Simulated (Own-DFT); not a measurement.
# Computed records: InAs (zincblende, strongly disordered by large displacements)

A calculation, not a measurement: plane-wave PBE density functional theory by an unreviewed code, no spin, of a simulated periodic cell, stress positive in tension, free energy of the whole cell less one offset for each atom, forces on such cells passed a denser k mesh, this cell's mesh not checked; broken bonds can close the gap or carry spin, so checks made on this kind of crystal may not hold here; offsets are fitted by least squares, one for each functional and potential file, so energies compare only between cells with the same atoms and settings and are not formation energies; the far tail of each file's local potential was reset to the Coulomb form; each entry is a single point on an unrelaxed cell, so the pressure reflects the starting lattice, mostly measured values (interpolated for alloys), from which strain is counted, and rises with the displacements; printed positions are rounded, which can move forces by about a meV/angstrom; the program, named Own-DFT, is a retired in-house code; no spin-orbit coupling. Program: Own-DFT development build.

```json
{"formula": "InAs", "kind": "zincblende, strongly disordered by large displacements", "structure": {"cell_angstrom": [[12.1166, 0.0, 0.0], [0.0, 12.1166, 0.0], [0.0, 0.0, 12.1166]], "atoms_fractional": [["In", 0.97972, 0.03101, 0.98066], ["In", 0.9917, 0.22668, 0.26526], ["In", 0.28041, 0.97268, 0.24246], ["In", 0.2559, 0.2666, 0.9582], ["As", 0.0652, 0.17959, 0.11978], ["As", 0.15797, 0.39805, 0.37824], ["As", 0.37619, 0.13408, 0.38744], ["As", 0.34884, 0.41474, 0.09357], ["In", 0.04297, 0.97906, 0.4862], ["In", 0.02017, 0.23622, 0.73736], ["In", 0.28443, 0.03873, 0.72726], ["In", 0.23155, 0.2892, 0.482], ["As", 0.1583, 0.10312, 0.61021], ["As", 0.12774, 0.43641, 0.90005], ["As", 0.39426, 0.08727, 0.85082], ["As", 0.34277, 0.38148, 0.63361], ["In", 0.01226, 0.51699, 0.99592], ["In", 0.98684, 0.77474, 0.27737], ["In", 0.26632, 0.5218, 0.29796], ["In", 0.23423, 0.73761, 0.03381], ["As", 0.14063, 0.61099, 0.12953], ["As", 0.12915, 0.85106, 0.37246], ["As", 0.3895, 0.64535, 0.32791], ["As", 0.379, 0.87166, 0.14573], ["In", 0.03841, 0.48553, 0.54204], ["In", 0.9687, 0.78081, 0.78202], ["In", 0.21512, 0.58245, 0.76932], ["In", 0.26005, 0.73396, 0.47771], ["As", 0.15022, 0.63415, 0.6106], ["As", 0.15102, 0.93057, 0.91661], ["As", 0.39604, 0.6166, 0.87727], ["As", 0.41023, 0.79662, 0.59574], ["In", 0.51371, 0.02648, 0.0208], ["In", 0.4942, 0.25229, 0.23939], ["In", 0.76802, 0.04556, 0.25328], ["In", 0.73361, 0.28511, 0.99645], ["As", 0.60481, 0.08442, 0.14899], ["As", 0.62512, 0.35008, 0.36775], ["As", 0.88235, 0.09607, 0.42526], ["As", 0.85664, 0.32276, 0.14086], ["In", 0.52746, 0.99582, 0.51494], ["In", 0.5434, 0.24886, 0.77497], ["In", 0.77005, 0.96541, 0.70982], ["In", 0.69675, 0.23382, 0.51202], ["As", 0.6366, 0.09442, 0.618], ["As", 0.62694, 0.39309, 0.84581], ["As", 0.86755, 0.1676, 0.88394], ["As", 0.8992, 0.40954, 0.6042], ["In", 0.4946, 0.48195, 0.03653], ["In", 0.48936, 0.75466, 0.24364], ["In", 0.70342, 0.48743, 0.30433], ["In", 0.74268, 0.72057, 0.9974], ["As", 0.66074, 0.60968, 0.09745], ["As", 0.62172, 0.9051, 0.37433], ["As", 0.87959, 0.59763, 0.4057], ["As", 0.86327, 0.85328, 0.09804], ["In", 0.51254, 0.53744, 0.46017], ["In", 0.52804, 0.75076, 0.73857], ["In", 0.75873, 0.55498, 0.71589], ["In", 0.73629, 0.73266, 0.48926], ["As", 0.6035, 0.58856, 0.65014], ["As", 0.66775, 0.89872, 0.82859], ["As", 0.88039, 0.65975, 0.89739], ["As", 0.8765, 0.83625, 0.6222]]}, "settings": {"functional": "PBE", "potential_files": "PseudoDojo norm-conserving, scalar-relativistic, standard set", "wave_cutoff [hartree]": 42.0, "occupations": "Fermi-Dirac", "smearing_width [eV]": 0.1, "hardware": "one NVIDIA H200", "k_mesh": "3 x 3 x 3 centred on Gamma"}, "results": {"free_energy_of_cell_above_offsets [eV]": "37.732", "pressure [GPa]": 15.91, "stress_xx [GPa]": -17.99, "stress_yy [GPa]": -12.97, "stress_zz [GPa]": -16.77, "stress_yz [GPa]": 1.57, "stress_xz [GPa]": 0.21, "stress_xy [GPa]": -2.84, "force_element": ["In", "In", "In", "In", "As", "As", "As", "As", "In", "In", "In", "In", "As", "As", "As", "As", "In", "In", "In", "In", "As", "As", "As", "As", "In", "In", "In", "In", "As", "As", "As", "As", "In", "In", "In", "In", "As", "As", "As", "As", "In", "In", "In", "In", "As", "As", "As", "As", "In", "In", "In", "In", "As", "As", "As", "As", "In", "In", "In", "In", "As", "As", "As", "As"], "force_x [eV/angstrom]": [-0.102, -3.767, -5.866, -0.228, 5.557, -9.483, -0.389, -8.004, -1.662, -0.49, -2.716, 6.287, -3.455, 6.488, 6.147, 1.504, -7.83, -3.873, -2.347, 2.997, -2.747, 4.187, -1.261, 3.268, 6.935, 4.423, 3.301, 0.506, -2.982, 0.434, -0.097, -0.904, -5.879, -1.707, 1.79, -1.791, 4.696, -5.058, -0.365, 1.231, -6.842, -3.807, 5.028, 3.278, 1.525, 2.49, -0.315, -8.965, 8.986, 9.695, 6.555, -0.701, -6.282, 2.06, -0.051, 1.348, -0.322, 0.657, 9.691, -0.808, -7.241, -7.55, 2.79, 2.034], "force_y [eV/angstrom]": [-1.35, 2.209, 6.926, -0.704, -2.89, 3.85, -0.5, -5.002, 0.816, 0.95, -5.314, -8.831, 2.858, -6.03, 3.892, 0.384, 3.774, -2.989, -2.137, 3.823, -2.19, 0.959, -2.059, -3.234, 3.581, 1.994, -2.272, 0.23, 2.657, -1.487, 1.288, 3.431, -4.936, -0.394, -2.1, -0.639, 5.268, -6.619, 1.858, 2.403, -2.644, -4.871, 6.486, 2.526, 1.754, 4.867, -0.517, -5.873, 4.296, 4.72, 9.04, 8.682, -6.921, -2.986, 0.303, 2.394, -1.231, 0.846, -2.558, 0.351, 0.588, -4.704, -5.349, -0.671], "force_z [eV/angstrom]": [1.298, 10.57, 6.43, 0.263, -9.454, -5.9, -0.19, 4.739, 2.333, 0.166, -3.127, 7.48, -2.829, -6.742, 6.876, 0.749, 5.727, -3.182, -4.588, -3.488, 4.235, -0.825, 6.049, -8.933, -4.448, 0.363, 5.154, -0.435, -3.319, -1.227, 0.4, -1.638, -9.278, -0.812, 0.325, -1.23, 7.228, 3.191, -0.48, 1.36, -1.908, -3.012, -4.572, -1.436, 6.613, 2.854, -2.335, 4.367, -4.377, -3.267, -4.654, -3.228, 7.466, -2.823, -1.183, 1.846, 1.361, 4.114, 4.053, -0.283, -4.735, 9.125, -2.097, -4.7], "wall_time [s]": 1198.0}}
```
